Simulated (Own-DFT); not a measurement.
# What random displacements cost in 4H SiC, 32 atoms (C16Si16)

Calculated results; nothing here was measured. They come from Own-DFT, an in-house plane-wave density functional program, since retired, whose code no person has reviewed. Each row is one single-point run on a periodic cell that was not relaxed, without spin or spin-orbit coupling.

Settings of every run: PBE; PseudoDojo norm-conserving scalar-relativistic files; cutoff 42 hartree; 5 x 5 x 3 k mesh centred on Gamma; Fermi-Dirac smearing of 0.1 eV.

Known limits: forces on such cells passed a denser k mesh, each cell not checked; stress not checked against mesh or cutoff.

Cell vectors in Å: (6.165, 0.000, 0.000); (-3.083, 5.339, 0.000); (0.000, 0.000, 10.068). In each run every atom was moved at random and independently from its ideal site; u is the rms move along one axis. E is the free energy for each atom above the fitted value at u = 0, and F the rms of the force components.

| run | u (Å) | E (meV/atom) | F (eV/Å) | largest force (eV/Å) | P (GPa) |
|---|---|---|---|---|---|
| 1 | 0.0288 | 34.7 | 0.853 | 2.50 | 3.72 |
| 2 | 0.0295 | 31.8 | 0.815 | 2.63 | 3.75 |
| 3 | 0.0317 | ? | ? | ? | ? |
| 4 | 0.0617 | 144.8 | 1.905 | 6.15 | 6.44 |
| 5 | 0.0648 | 161.9 | 2.016 | 8.29 | 6.72 |
| 6 | 0.1005 | 398.8 | 3.335 | 11.54 | 12.96 |
| 7 | 0.1024 | 421.3 | 3.482 | 11.10 | 13.60 |
| 8 | 0.1051 | 425.9 | 3.346 | 11.24 | 12.75 |

## Worked fit

For small independent moves the energy grows as E = (3/2) K u², with K the mean stiffness felt by one atom. The runs with u up to 0.11 Å give K = 26.0 ± 0.5 eV/Å², with residuals divided by u² + 0.0006 Å², since the noise grows with the moves. The scatter is 3.6 meV/atom at u = 0.05 Å. The forces follow F = G u with G = 31.2 eV/Å²; no force at u = 0 is resolved. G exceeds K because the moves of its neighbours add to the force on an atom, and stiffness differs between atoms. The pressure follows P = 2.85 + 967 u² GPa: at fixed volume, shortened bonds push harder than stretched ones pull.

## Withheld run

Question: what energy and rms force should run 3 give?

The fit gives 39 ± 2 meV/atom and about 0.99 eV/Å. The calculation gave 43.2 meV/atom and 0.976 eV/Å.
